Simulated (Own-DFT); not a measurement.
# Which arrangement is lower? As32Ga32, 64 atoms

These are calculations, not measurements. They come from Own-DFT, an in-house plane-wave density functional program, since retired, whose code no person has reviewed. Each row is one single-point run on a periodic cell that was not relaxed, without spin or spin-orbit coupling.

Settings of every run: PBE; PseudoDojo norm-conserving scalar-relativistic files; cutoff 42 hartree; 3 x 3 x 3 k mesh centred on Gamma; Fermi-Dirac smearing of 0.1 eV.

Known limits, some of them of some rows only: not probed for a lower state with spin; forces on such cells failed a check on a denser k mesh; forces not confirmed at this smearing and k mesh; stress not checked against mesh or cutoff.

All cells hold the same atoms in the same cell, with vectors in Å (11.307, 0.000, 0.000); (0.000, 11.307, 0.000); (0.000, 0.000, 11.307). Every atom was moved at random from its ideal site; u is the rms move along one axis. The defect's site can differ from row to row. E is the free energy of the cell above the lowest run. The arrangements:

- A: zincblende GaAs
- B: zincblende GaAs, with one As on a Ga site and one Ga on an As site, 2.4 Å apart

| arrangement | u (Å) | E (eV) | P (GPa) |
|---|---|---|---|
| A | 0.0201 | 0.000 | 3.51 |
| A | 0.0209 | 0.069 | 3.52 |
| A | 0.0213 | 0.078 | 3.52 |
| A | 0.0457 | 1.700 | 3.85 |
| A | 0.0477 | 1.967 | 3.93 |
| A | 0.0529 | 2.555 | 4.08 |
| B | 0.0286 | 3.131 | 3.93 |
| B | 0.0299 | 3.124 | 3.93 |
| B | 0.0313 | 3.330 | 3.99 |
| B | 0.0488 | 4.497 | 4.19 |
| B | 0.0507 | 4.673 | 4.31 |
| B | 0.0538 | 5.137 | 4.35 |

Question: once the cost of the random moves is taken out, how do the arrangements rank?

## Worked answer

Fit E = a + b u², with one b for all and one a for each arrangement, and with residuals divided by u², since the noise grows with the moves. Then b = 992 eV/Å², the scatter at u = 0.04 Å is 0.09 eV, and against A:

- B: 2.67 ± 0.03 eV (higher)

These are energies of unrelaxed cells. Relaxing the atoms lowers the strained arrangements most, so the gaps would shrink and small ones could change sign.
